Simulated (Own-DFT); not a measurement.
# PBE and PBEsol under strain: zincblende AlGaAs with randomly placed atoms, 64 atoms (Al8As32Ga24)

The numbers are computed, not measured, by runs of the plane-wave DFT program Own-DFT (in-house, retired, unreviewed) at fixed positions, with no spin and no spin-orbit coupling.

Caveats: forces not confirmed at this smearing and k mesh; stress not checked against mesh or cutoff.

Each geometry was run with PBE and with PBEsol, otherwise alike: PseudoDojo norm-conserving scalar-relativistic files made for PBE; cutoff 42 hartree; 3 x 3 x 3 k mesh centred on Gamma; Fermi-Dirac smearing of 0.1 eV. Unstrained cell vectors in Å: (11.311, 0.000, 0.000); (0.000, 11.311, 0.000); (0.000, 0.000, 11.310). Each has a uniform strain, of which the change of volume is shown, and random moves of rms u per axis. The random placing of the alloy's atoms differs from row to row.

```
run  volume change (%)   u (Å)  P with PBE (GPa)  P with PBEsol (GPa)
  1              -1.31  0.0514              5.15                 2.28
  2               1.96  0.0522              2.35                -0.35
  3               3.86  0.0500              1.19                -1.40
  4               0.40  0.0494              3.79                 1.01
  5               2.34  0.0498              2.12                -0.56
  6              -0.93  0.0516              4.61                 1.77
  7              -2.32  0.0485              5.67                 2.75
  8               0.10  0.0535              4.08                 1.30
  9              -0.81  0.0522              4.64                 1.81
 10              -1.72  0.0508              5.23                 2.35
 11              -1.96  0.0500              5.49                 2.60
 12               2.25  0.0476              2.10                    ?
```

The question: by how much does PBEsol shrink this cell, and what belongs in the blank?

## Working it out

Write v for the change of volume as a fraction. Fitted to v and u², the PBE pressure has a slope of -76 ± 2 GPa in v, with the ions held to the strained lattice. The difference PBEsol less PBE is -2.79 + 5.1 v GPa (slope ± 0.1) and averages -2.80 GPa. Divided by the mean slope of the two, 73 GPa, that makes PBEsol's volume at a given pressure, near 3 GPa, about 3.8 % smaller, or 1.28 % in lengths. At one volume PBEsol's slope is the smaller by 5 GPa, but its pressure there is lower too. If stiffness rises by about 4 GPa for each GPa, PBEsol at equal pressure is stiffer by about 6 GPa. Files made for PBEsol would give a different shift.

For run 12 the line gives -0.58 GPa. The hidden result is -0.58 GPa.
